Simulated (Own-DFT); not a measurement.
# Computed records: GaP (zincblende, atoms displaced)

All values are calculated (Own-DFT development build). A calculation, not a measurement: plane-wave PBE density functional theory by an unreviewed code, no spin, of a simulated periodic cell, stress positive in tension, free energy of the whole cell less one offset for each atom, forces on such cells passed a denser k mesh, this cell's mesh not checked; offsets are fitted by least squares, one for each functional and potential file, so energies compare only between cells with the same atoms and settings and are not formation energies; the far tail of each file's local potential was reset to the Coulomb form; each entry is a single point on an unrelaxed cell, so the pressure reflects the starting lattice, mostly measured values (interpolated for alloys), from which strain is counted, and rises with the displacements; printed positions are rounded, which can move forces by about a meV/angstrom; the program, named Own-DFT, is a retired in-house code; no spin-orbit coupling.

Settings shared by all entries: functional PBE; potential files PseudoDojo norm-conserving, scalar-relativistic, standard set; wave cutoff 42 hartree; occupations Fermi-Dirac; smearing width 0.1 eV; k mesh 2 x 3 x 3 centred on Gamma.

(1) GaP (zincblende, atoms displaced)

```xyz
96
Lattice="16.3515 0.0000 0.0000 0.0000 10.9010 0.0000 0.0000 0.0000 10.9010" Properties=species:S:1:pos:R:3 GaP
Ga     0.0407    10.8952    10.8148
Ga    16.2613     2.7062     2.7473
Ga     2.7450     0.1040     2.6105
Ga     2.8226     2.6410     0.0593
P      1.2848     1.2391     1.3185
P      1.2821     3.9548     4.0884
P      4.1107     1.3421     4.1998
P      4.2733     4.1042     1.4551
Ga     0.0903    10.7474     5.4852
Ga    16.2197     2.6461     8.2636
Ga     2.6616    10.8848     8.1037
Ga     2.6365     2.6282     5.4248
P      1.3057     1.4708     6.7949
P      1.2689     3.9000     9.6335
P      4.1517     1.4346     9.5300
P      4.0772     4.2168     6.7342
Ga    16.3130     5.6159     0.0710
Ga     0.0146     8.1234     2.7743
Ga     2.8866     5.4707     2.6928
Ga     2.7313     7.9439    10.8765
P      1.4383     6.9344     1.4442
P      1.3941     9.5152     4.0060
P      4.1159     6.8298     4.1161
P      4.0554     9.4635     1.3622
Ga    16.3154     5.3103     5.3893
Ga    16.2185     8.2720     8.2180
Ga     2.7533     5.5103     8.0912
Ga     2.6195     8.2535     5.4745
P      1.4119     6.8787     6.8405
P      1.3506     9.5951     9.4989
P      3.9907     6.7631     9.4480
P      4.1128     9.5358     6.8087
Ga     5.5061     0.0515     0.0836
Ga     5.3405     2.5737     2.7105
Ga     8.2342     0.0028     2.7779
Ga     8.2220     2.7746     0.0193
P      6.7402     1.3124     1.5136
P      6.8597     4.1043     4.0207
P      9.3972     1.3141     4.0820
P      9.3465     4.1145     1.2584
Ga     5.3791     0.0305     5.5505
Ga     5.3456     2.9046     8.1532
Ga     8.0877     0.0948     8.0534
Ga     8.3277     2.8018     5.4160
P      6.9885     1.2686     6.8870
P      6.8292     4.0769     9.4178
P      9.4569     1.5151     9.6663
P      9.4034     4.0995     6.9099
Ga     5.5476     5.3285     0.1040
Ga     5.4893     8.1879     2.7217
Ga     8.1461     5.4952     2.7296
Ga     8.1709     8.0961     0.0716
P      6.8379     6.7564     1.2221
P      6.8772     9.5411     4.1981
P      9.5931     6.6919     4.1047
P      9.5237     9.5596     1.1959
Ga     5.4814     5.5285     5.4135
Ga     5.2429     8.0619     8.1615
Ga     8.1692     5.4879     8.1412
Ga     8.3042     8.2908     5.3274
P      6.8112     6.8189     6.8162
P      6.7107     9.5418     9.5637
P      9.5961     6.8905     9.5756
P      9.5259     9.4429     6.8046
Ga    10.7994    10.8355     0.0079
Ga    10.9193     2.8324     2.6655
Ga    13.6878     0.1430     2.5989
Ga    13.6852     2.5906    10.7852
P     12.2018     1.4429     1.4981
P     12.2400     4.1130     4.1238
P     14.9348     1.4353     3.9884
P     15.0226     4.1038     1.4214
Ga    10.9543    10.8538     5.3527
Ga    10.8231     2.9892     8.1813
Ga    13.6632     0.0602     8.1010
Ga    13.5943     2.8109     5.6209
P     12.1854     1.2377     6.7931
P     12.1636     4.1262     9.5784
P     14.8158     1.3180     9.3478
P     14.9948     4.1188     6.7339
Ga    10.9196     5.4756     0.0088
Ga    10.9376     8.1667     2.7602
Ga    13.6581     5.4531     2.8671
Ga    13.7411     8.2165     0.1119
P     12.0967     6.7305     1.3528
P     12.1271     9.5913     4.1397
P     14.9261     6.7796     3.9681
P     15.1157     9.5647     1.4187
Ga    10.9429     5.5042     5.4294
Ga    11.0059     8.2432     8.2259
Ga    13.6236     5.4641     8.2314
Ga    13.7009     8.0396     5.4787
P     12.3820     6.7081     6.6936
P     12.3871     9.4464     9.4495
P     14.9819     6.7534     9.6451
P     14.9992     9.4393     6.9524
```

It finds free energy of cell above offsets -41.791 eV; pressure 4.56 GPa; stress xx -4.46 GPa; stress yy -4.53 GPa; stress zz -4.68 GPa; stress yz -0.43 GPa; stress xz -0.74 GPa; stress xy -0.1 GPa.

Force:
```csv
element,x (eV/Å),y (eV/Å),z (eV/Å)
Ga,-0.983,-0.134,-0.386
Ga,0.913,-0.153,-0.924
Ga,0.404,-1.251,0.851
Ga,-0.62,0.522,0.107
P,0.378,2.044,0.41
P,1.373,0.987,-0.865
P,-0.977,-0.107,-0.873
P,-1.996,-0.779,-0.53
Ga,-0.807,0.956,-0.281
Ga,0.923,1.238,-1.154
Ga,0.616,0.884,0.216
Ga,0.83,1.347,0.193
P,-0.49,-1.609,0.735
P,0.589,1.783,-0.086
P,-0.252,-0.949,-0.24
P,-0.431,-1.137,-0.617
Ga,1.43,-1.939,0.746
Ga,-0.024,0.557,0.066
Ga,-1.115,-0.264,0.732
Ga,0.165,2.454,-0.419
P,-0.681,-1.909,0.059
P,0.02,0.543,0.179
P,-0.374,0.722,-0.051
P,0.183,0.467,-0.469
Ga,0.843,1.734,-0.133
Ga,2.206,-2.2,1.615
Ga,-1.344,-1.51,0.428
Ga,1.103,-0.302,-0.386
P,-1.925,-0.418,-0.3
P,0.419,-1.254,0.227
P,0.946,-1.152,1.833
P,-1.147,-0.098,0.027
Ga,-0.693,-0.699,-0.622
Ga,1.14,0.906,1.321
Ga,-1.061,-1.18,-1.129
Ga,-2.933,-0.704,-0.077
P,1.35,0.326,-1.005
P,-0.845,-0.678,0.684
P,2.795,1.161,0.319
P,2.451,1.296,1.739
Ga,1.848,-0.209,0.157
Ga,0.595,-1.166,-0.459
Ga,3.224,-3.784,4.226
Ga,-1.707,-0.505,0.007
P,-4.383,4.542,-3.849
P,0.114,0.287,1.388
P,1.48,-1.955,-2.154
P,1.388,0.968,-1.743
Ga,-0.081,0.24,-2.329
Ga,0.303,-0.081,0.094
Ga,0.047,-0.182,-0.33
Ga,-0.114,1.221,-1.715
P,-0.368,0.624,2.195
P,-1.25,0.588,-1.43
P,-0.813,1.587,-0.701
P,-0.837,-1.143,2.863
Ga,0.695,-0.578,-0.103
Ga,2.112,1.029,-0.082
Ga,-0.322,1.175,1.003
Ga,-0.274,-2.034,0.85
P,0.094,0.878,-0.331
P,0.595,-0.542,-0.499
P,-0.174,-0.667,-0.78
P,0.991,1.448,0.746
Ga,1.816,1.661,-1.373
Ga,-1.671,0.289,0.789
Ga,-0.552,-1.173,1.001
Ga,-1.328,1.532,1.625
P,0.419,-1.002,-2.621
P,0.042,-0.474,0.237
P,-0.082,-0.935,2.438
P,-0.735,0.15,-0.993
Ga,-2.605,1.195,1.537
Ga,0.248,-2.476,0.43
Ga,-1.978,-2.121,-1.136
Ga,-0.851,-1.498,-1.511
P,-0.021,1.902,0.438
P,1.851,-0.251,-0.056
P,2.092,0.035,2.417
P,-0.019,-0.096,2.363
Ga,-1.753,-0.564,-0.457
Ga,-0.841,0.146,-0.439
Ga,-1.825,-1.278,-2.301
Ga,-1.124,-0.607,-0.115
P,2.676,1.212,1.246
P,3.417,-1.828,-1.917
P,1.886,0.916,1.762
P,-0.621,0.239,-0.382
Ga,-0.479,-1.273,0.773
Ga,-0.825,-1.3,-1.324
Ga,-0.011,-0.513,-0.171
Ga,-0.255,1.596,-0.606
P,-0.942,0.673,1.848
P,0.361,1.666,1.591
P,-0.468,1.296,-1.181
P,-1.365,1.642,-2.876
```

(2) GaP (zincblende, atoms displaced)

```xyz
96
Lattice="16.3515 0.0000 0.0000 0.0000 10.9010 0.0000 0.0000 0.0000 10.9010" Properties=species:S:1:pos:R:3 GaP
Ga     0.0720     0.0706    10.8783
Ga    16.1133     2.6129     2.6702
Ga     2.7464     0.1506     2.7008
Ga     2.8403     2.7132     0.0893
P      1.4600     1.3843     1.2514
P      1.3343     4.1171     4.0523
P      4.0847     1.3094     4.1807
P      4.0088     4.0458     1.3477
Ga     0.0535    10.7925     5.2839
Ga     0.0454     2.7059     8.2481
Ga     2.6399     0.0504     8.1902
Ga     2.9294     2.6732     5.5478
P      1.4133     1.3240     6.5064
P      1.5149     4.0178     9.4211
P      4.1671     1.2423     9.5297
P      3.9464     4.1373     6.7971
Ga     0.1030     5.3406     0.1255
Ga     0.0758     8.1104     2.8458
Ga     2.8647     5.5240     2.7375
Ga     2.6460     8.1089     0.0320
P      1.3328     6.8233     1.2475
P      1.4361     9.7374     4.1619
P      4.1641     6.8037     4.0842
P      3.9285     9.6629     1.4441
Ga    16.2321     5.4076     5.4614
Ga     0.0211     8.0719     8.2948
Ga     2.8189     5.3979     8.0543
Ga     2.6113     8.1561     5.5607
P      1.4221     6.8333     6.8033
P      1.1575     9.6604     9.4537
P      4.0826     6.7825     9.5046
P      4.1967     9.6543     6.7639
Ga     5.3371    10.8540     0.0680
Ga     5.4559     2.6603     2.8341
Ga     8.1462    10.8068     2.7544
Ga     8.1071     2.6748    10.8778
P      6.7861     1.3420     1.3468
P      6.6732     4.0692     3.9364
P      9.4425     1.3302     4.2688
P      9.6273     4.1098     1.5172
Ga     5.4152     0.1461     5.4537
Ga     5.4362     2.6830     8.2004
Ga     8.2306     0.0732     8.0923
Ga     8.1325     2.6893     5.4642
P      6.8123     1.2205     6.7214
P      6.9341     4.2948     9.5944
P      9.5506     1.2828     9.5141
P      9.5154     4.0937     6.8864
Ga     5.6137     5.4831    10.8699
Ga     5.5925     8.2889     2.7448
Ga     7.8591     5.4353     2.7943
Ga     8.1634     8.2667     0.0385
P      6.8057     6.7449     1.2321
P      6.8187     9.5626     4.1308
P      9.4689     6.8622     4.3025
P      9.4540     9.5784     1.5431
Ga     5.6372     5.4518     5.3145
Ga     5.3652     8.2147     8.1958
Ga     8.1992     5.4674     8.0424
Ga     8.2750     8.2837     5.3201
P      6.7818     6.7231     6.7609
P      6.6437     9.5232     9.5518
P      9.6331     6.8194     9.6066
P      9.7448     9.7191     6.8919
Ga    10.7954    10.8306    10.8534
Ga    10.9029     2.6305     2.7237
Ga    13.8662     0.2344     2.5448
Ga    13.6066     2.4676    10.8559
P     12.2258     1.2868     1.2621
P     12.2493     4.0329     4.1109
P     14.8192     1.3693     4.0989
P     15.0102     4.0427     1.4801
Ga    10.7783    10.8292     5.5587
Ga    10.8808     2.9362     8.1899
Ga    13.7404     0.0118     8.2307
Ga    13.7205     2.7459     5.3881
P     12.2763     1.3695     6.8213
P     12.0798     4.1901     9.6653
P     14.8614     1.1808     9.5972
P     15.0269     4.1289     6.8484
Ga    10.8697     5.4339    10.7791
Ga    10.9209     8.1835     2.6381
Ga    13.5819     5.4342     2.7679
Ga    13.5578     8.0830    10.8722
P     12.2067     6.8755     1.4171
P     12.2722     9.4597     4.2230
P     14.9376     7.0003     4.1318
P     15.0139     9.6317     1.5979
Ga    10.8716     5.4224     5.5032
Ga    10.8069     8.1202     8.0417
Ga    13.5146     5.4279     8.2394
Ga    13.5532     8.3575     5.3390
P     12.1761     6.7512     6.8510
P     12.3717     9.6900     9.4983
P     15.0434     6.6980     9.4332
P     14.9427     9.4002     6.9009
```

The calculation gives: free energy of cell above offsets -37.943 eV; pressure 5.14 GPa; stress xx -4.93 GPa; stress yy -5.42 GPa; stress zz -5.07 GPa; stress yz -0.74 GPa; stress xz 0.66 GPa; stress xy 0.49 GPa.

Force:
```csv
element,x (eV/Å),y (eV/Å),z (eV/Å)
Ga,-1.067,-0.623,1.401
Ga,2.835,-0.238,1.112
Ga,-0.835,-0.015,0.755
Ga,-0.335,-0.396,-2.324
P,-1.527,0.383,1.178
P,0.23,-0.574,-0.027
P,0.06,1.135,-1.595
P,2.37,1.115,0.878
Ga,-3.281,1.509,2.48
Ga,-0.321,-0.822,-0.991
Ga,0.275,-0.123,-1.096
Ga,-1.949,0.754,-1.416
P,-0.997,0.12,2.607
P,-0.41,0.257,1.545
P,-1.082,1.202,0.093
P,4.102,-1.036,-0.945
Ga,-0.746,-0.732,-1.729
Ga,0.488,1.278,-0.581
Ga,-1.457,-0.554,-0.276
Ga,0.661,1.567,-1.302
P,0.141,-0.135,2.324
P,1.854,-3.32,-2.472
P,0.01,1.308,0.33
P,1.229,-2.079,-0.54
Ga,1.121,1.093,-0.797
Ga,0.119,0.413,-1.515
Ga,-1.605,1.872,1.721
Ga,2.087,1.519,-1.284
P,-1.577,-1.211,1
P,1.932,-1.244,0.359
P,-0.173,0.014,0.489
P,-1.581,-1.133,0.732
Ga,0.675,-0.079,0.171
Ga,-1.482,-0.922,-1.927
Ga,-0.781,2.182,0.902
Ga,1.146,0.634,0.341
P,-0.201,-0.36,0.55
P,1.167,-1.432,2.438
P,0.976,-0.412,-1.998
P,-1.565,0.261,-0.953
Ga,0.38,-2.161,-0.442
Ga,0.414,0.8,-0.209
Ga,-0.695,-1.023,0.975
Ga,-0.451,1.086,0.311
P,0.411,2.352,1.319
P,0.039,-2.55,-1.407
P,-0.444,1.726,-0.025
P,-0.615,-0.414,-1.724
Ga,-3.171,-0.702,-0.228
Ga,-1.487,-1.067,-0.888
Ga,3.339,1.257,-1.056
Ga,0.104,-0.364,-0.598
P,0.703,2.336,1.966
P,-0.354,0.702,0.388
P,1.173,-1.931,-3.165
P,1.304,-0.9,-2.122
Ga,-2.101,0.001,0.962
Ga,0.168,-0.63,-0.861
Ga,0.067,1.002,1.283
Ga,-1.07,1.004,2.782
P,0.538,2.004,0.373
P,1.888,0.415,0.106
P,-1.967,1.342,-1.241
P,-4.114,-3.277,1.867
Ga,0.603,-0.538,0.396
Ga,0.036,-0.233,0.596
Ga,-3.161,-0.581,0.494
Ga,-0.593,2.848,0.512
P,-0.825,-0.194,1.105
P,-0.218,0.32,-0.012
P,2.397,-0.541,0.791
P,-1.587,0.76,-2.133
Ga,3.54,2.585,-3
Ga,0.669,-2.261,0.252
Ga,-1.397,-0.739,-2.729
Ga,-1.336,0.821,1.853
P,0.243,0.657,0.209
P,3.729,-2.863,-1.666
P,3.074,2.222,0.034
P,-1.044,-0.969,0.814
Ga,-1.32,1.484,3.863
Ga,-0.567,0.319,2.274
Ga,0.11,0.649,0.196
Ga,0.878,1.084,-0.136
P,0.606,-1.685,-1.208
P,-3.15,3.44,-3.48
P,0.034,-2.109,0.086
P,1.73,-2.299,-2.704
Ga,0.1,-0.211,-0.254
Ga,1.181,0.21,1.613
Ga,0.101,-0.227,-0.479
Ga,1.914,-2.673,3.312
P,1.137,0.459,-0.801
P,-1.606,-2.276,0.665
P,-0.666,-0.488,2.293
P,0.824,0.845,-0.759
```
